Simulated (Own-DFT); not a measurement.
# Computed records: Hf31O64 (monoclinic hafnia with one vacancy, atoms displaced)

Computed with Own-DFT development build. A calculation, not a measurement: plane-wave PBE density functional theory by an unreviewed code, no spin, of a simulated periodic cell, stress positive in tension, free energy of the whole cell less one offset for each atom, defect cell not probed for a lower state with spin; hafnium file: forces about 75 meV/angstrom off all-electron values; oxygen file: force components 24 meV/angstrom off all-electron in one glass; forces on such cells passed a denser k mesh, this cell's mesh not checked; offsets are fitted by least squares, one for each functional and potential file, so energies compare only between cells with the same atoms and settings and are not formation energies; the far tail of each file's local potential was reset to the Coulomb form; each entry is a single point on an unrelaxed cell, so the pressure reflects the starting lattice, mostly measured values, from which strain is counted, and rises with the displacements; printed positions are rounded, which can move forces by about a meV/angstrom; the program is a retired in-house code; no spin-orbit coupling; before rounding, a Quantum ESPRESSO 7.3.1 run of the same cell and cutoff gave forces within 1 meV/angstrom rms on each cell, which checks the program and not the settings.

```yaml
- formula: Hf31O64
  kind: "monoclinic hafnia with one vacancy, atoms displaced"
  structure:
    cell_angstrom: [[10.234, 0.0, 0.0], [0.0, 10.35, 0.0], [-1.6955, 0.0, 10.4453]]
    atoms_fractional:
      - [Hf, 0.36071, 0.26742, 0.15555]
      - [Hf, 0.35635, 0.4782, 0.3848]
      - [Hf, 0.12573, 0.2266, 0.34891]
      - [O, 0.0356, 0.17636, 0.18044]
      - [O, 0.46433, 0.4116, 0.08253]
      - [O, 0.45682, 0.33792, 0.32828]
      - [O, 0.03898, 0.08524, 0.42502]
      - [O, 0.22866, 0.37498, 0.23937]
      - [O, 0.26874, 0.13538, 0.01014]
      - [O, 0.28025, 0.11865, 0.26561]
      - [O, 0.21847, 0.36669, 0.49283]
      - [Hf, 0.14227, 0.01565, 0.59685]
      - [Hf, 0.366, 0.27447, 0.65112]
      - [Hf, 0.35927, 0.47864, 0.89363]
      - [Hf, 0.14114, 0.2252, 0.85082]
      - [O, 0.03057, 0.16431, 0.67248]
      - [O, 0.46286, 0.41378, 0.5748]
      - [O, 0.45928, 0.33524, 0.82617]
      - [O, 0.03512, 0.08996, 0.92364]
      - [O, 0.2292, 0.38644, 0.74048]
      - [O, 0.27303, 0.13174, 0.5117]
      - [O, 0.26955, 0.119, 0.7582]
      - [O, 0.23087, 0.37326, 0.99412]
      - [Hf, 0.14619, 0.52509, 0.10611]
      - [Hf, 0.37185, 0.77349, 0.15248]
      - [Hf, 0.35949, 0.97883, 0.39872]
      - [Hf, 0.1454, 0.73077, 0.36202]
      - [O, 0.03459, 0.66465, 0.16872]
      - [O, 0.47611, 0.91299, 0.08366]
      - [O, 0.46504, 0.83173, 0.32877]
      - [O, 0.04644, 0.58016, 0.42625]
      - [O, 0.23063, 0.87484, 0.24391]
      - [O, 0.2789, 0.62931, 0.00469]
      - [O, 0.26661, 0.61829, 0.25183]
      - [O, 0.22112, 0.87451, 0.48443]
      - [Hf, 0.13194, 0.51518, 0.60205]
      - [Hf, 0.37353, 0.77765, 0.64633]
      - [Hf, 0.36109, 0.98264, 0.88801]
      - [Hf, 0.13586, 0.73843, 0.85532]
      - [O, 0.03566, 0.66745, 0.67442]
      - [O, 0.45815, 0.90314, 0.57885]
      - [O, 0.46221, 0.84192, 0.82685]
      - [O, 0.04637, 0.58322, 0.91113]
      - [O, 0.21889, 0.88029, 0.73256]
      - [O, 0.27351, 0.62903, 0.51106]
      - [O, 0.27257, 0.61679, 0.76911]
      - [O, 0.21924, 0.87739, 0.98294]
      - [Hf, 0.63876, 0.01792, 0.10647]
      - [Hf, 0.86845, 0.26385, 0.14725]
      - [Hf, 0.85916, 0.47735, 0.3864]
      - [Hf, 0.63039, 0.22071, 0.36032]
      - [O, 0.53817, 0.1622, 0.18497]
      - [O, 0.96694, 0.41317, 0.07386]
      - [O, 0.9692, 0.34166, 0.32878]
      - [O, 0.53759, 0.06975, 0.41875]
      - [O, 0.7275, 0.38591, 0.23421]
      - [O, 0.77277, 0.12619, 0.01187]
      - [O, 0.78005, 0.11653, 0.25703]
      - [O, 0.7251, 0.37269, 0.48527]
      - [Hf, 0.63414, 0.02527, 0.60024]
      - [Hf, 0.86573, 0.2749, 0.6475]
      - [Hf, 0.86199, 0.47581, 0.88875]
      - [Hf, 0.64357, 0.23187, 0.85]
      - [O, 0.53769, 0.17462, 0.67135]
      - [O, 0.96202, 0.4159, 0.57035]
      - [O, 0.95063, 0.33412, 0.82276]
      - [O, 0.53969, 0.08868, 0.92945]
      - [O, 0.72887, 0.39323, 0.73714]
      - [O, 0.77328, 0.12999, 0.51133]
      - [O, 0.77682, 0.12184, 0.76082]
      - [O, 0.72379, 0.37513, 0.98496]
      - [Hf, 0.63926, 0.51866, 0.09526]
      - [Hf, 0.85672, 0.76972, 0.13984]
      - [Hf, 0.86937, 0.97966, 0.39431]
      - [Hf, 0.63613, 0.72847, 0.36073]
      - [O, 0.53699, 0.66352, 0.16703]
      - [O, 0.96557, 0.92297, 0.08073]
      - [O, 0.96611, 0.82853, 0.32443]
      - [O, 0.54059, 0.58882, 0.41938]
      - [O, 0.71835, 0.87296, 0.24628]
      - [O, 0.78318, 0.61774, 0.01284]
      - [O, 0.77804, 0.62688, 0.25165]
      - [O, 0.72186, 0.8728, 0.48852]
      - [Hf, 0.64307, 0.52903, 0.59885]
      - [Hf, 0.86109, 0.77574, 0.64415]
      - [Hf, 0.86526, 0.97525, 0.89162]
      - [Hf, 0.6405, 0.73565, 0.85406]
      - [O, 0.53742, 0.66888, 0.67607]
      - [O, 0.97567, 0.92157, 0.5839]
      - [O, 0.96803, 0.83266, 0.82609]
      - [O, 0.54014, 0.58351, 0.92308]
      - [O, 0.71933, 0.87923, 0.74127]
      - [O, 0.77622, 0.619, 0.50747]
      - [O, 0.77809, 0.62045, 0.7622]
      - [O, 0.72583, 0.86252, 0.98622]
  settings:
    functional: PBE
    potential_files: "PseudoDojo norm-conserving, scalar-relativistic, standard set"
    "wave_cutoff [hartree]": 72.0
    occupations: Fermi-Dirac
    "smearing_width [eV]": 0.1
    k_mesh: "2 x 2 x 2 centred on Gamma"
  results:
    "free_energy_of_cell_above_offsets [eV]": "-75.550"
    "pressure [GPa]": 6.22
    "stress_xx [GPa]": -6.42
    "stress_yy [GPa]": -6.18
    "stress_zz [GPa]": -6.07
    "stress_yz [GPa]": 0.37
    "stress_xz [GPa]": -0.24
    "stress_xy [GPa]": 0.08
    force_element: [Hf, Hf, Hf, O, O, O, O, O, O, O, O, Hf, Hf, Hf, Hf, O, O, O, O, O, O, O, O, Hf, Hf, Hf, Hf, O, O, O, O, O, O, O, O, Hf, Hf, Hf, Hf, O, O, O, O, O, O, O, O, Hf, Hf, Hf, Hf, O, O, O, O, O, O, O, O, Hf, Hf, Hf, Hf, O, O, O, O, O, O, O, O, Hf, Hf, Hf, Hf, O, O, O, O, O, O, O, O, Hf, Hf, Hf, Hf, O, O, O, O, O, O, O, O]
    "force_x [eV/angstrom]": [-0.646, -0.905, 3.011, -0.087, 0.613, 2.379, -1.639, -1.056, 1.32, 0.55, 0.577, 0.499, -1.438, -0.191, -0.792, 0.393, 0.83, 1.757, -0.955, -0.913, 1.216, 0.805, -0.784, -1.161, -1.781, -1.84, -0.772, -0.522, -0.896, 0.235, -1.636, 0.606, 0.135, 1.388, 0.017, 1.471, -5.121, -1.882, 2.467, -1.038, 4.212, 1.246, -1.556, 0.988, 1.08, 0.349, 1.821, 0.367, -0.864, -0.252, 1.386, -0.126, 0.535, -0.49, -0.15, -0.065, 0.581, -0.227, -0.481, 0.916, -0.6, 0.075, -0.689, 0.564, -0.13, 2.834, -0.697, -1.122, -0.218, -0.254, -0.013, -0.217, 1.385, -0.441, 1.95, -0.285, -1.186, -0.487, -2.313, 0.833, 0.165, -0.286, 0.639, -1.439, 1.08, 1.08, -0.602, 0.405, -2.57, -2.03, -0.403, 0.474, 0.929, -0.004, 0.091]
    "force_y [eV/angstrom]": [-1.309, 0.497, 0.25, -0.65, 0.327, -1.492, -0.96, 0.994, -0.001, 0.465, 0.681, 1.58, 0.8, 1.043, 0.453, 0.035, 0.917, -1.006, 0.014, -1.563, -0.619, 0.191, -0.332, -0.897, 0.568, 0.357, -0.022, 0.366, -0.008, -0.025, 0.009, -0.649, 0.683, 0.232, 0.033, 1.194, -5.401, 0.4, -1.4, 0.397, 5.212, -0.847, -1.149, -0.271, 0.44, 1.001, -0.37, 0.681, 0.895, 1.014, 1.795, -0.035, 0.288, -0.279, 0.357, -1.064, 0.183, 0.19, -0.465, -0.598, -0.274, 2.203, 0.284, -1.322, -0.259, -1.69, 0.023, -1.506, -0.406, -0.155, -1.148, -0.234, -0.318, -0.741, 0.839, 0.311, -0.589, 0.716, -1.815, 0.912, 1.402, -0.546, -0.079, -1.765, -1.183, 1.52, -2.417, -0.248, -1.331, 0.965, 0.426, 0.442, 2.055, 1.657, 1.143]
    "force_z [eV/angstrom]": [-2.336, 2.774, 0.597, -1.107, -0.247, 0.787, -0.281, 0.112, -0.984, 1.039, -0.53, 1.608, -1.784, 0.923, 1.899, 0.049, -0.491, 0.355, -1.247, 0.039, 0.103, -0.083, -0.796, -2.02, -2.126, -2.804, -2.097, -0.028, -1.037, 0.851, -1.284, 0.844, 1.669, 1.467, 0.829, 0.841, 1.934, 2.806, 0.093, -1.058, -1.985, -0.095, 1.017, 0.217, 0.138, -1.099, -0.082, 0.374, -0.889, 0.027, -1.075, -0.404, 0.045, -0.315, 0.896, 0.615, -0.572, 1.25, -0.134, 1.065, -1.172, 1.941, 1.664, -0.504, 0.46, 0.277, -0.977, -0.646, -0.055, -0.356, -0.729, 1.226, 1.098, -0.562, -2.408, 0.96, -0.739, 0.844, 0.354, -0.967, -0.68, 1.286, 1.064, 0.969, 0.276, 2.377, 0.115, -0.464, -0.892, -0.541, -0.903, -0.863, 0.369, -0.756, 0.662]
```
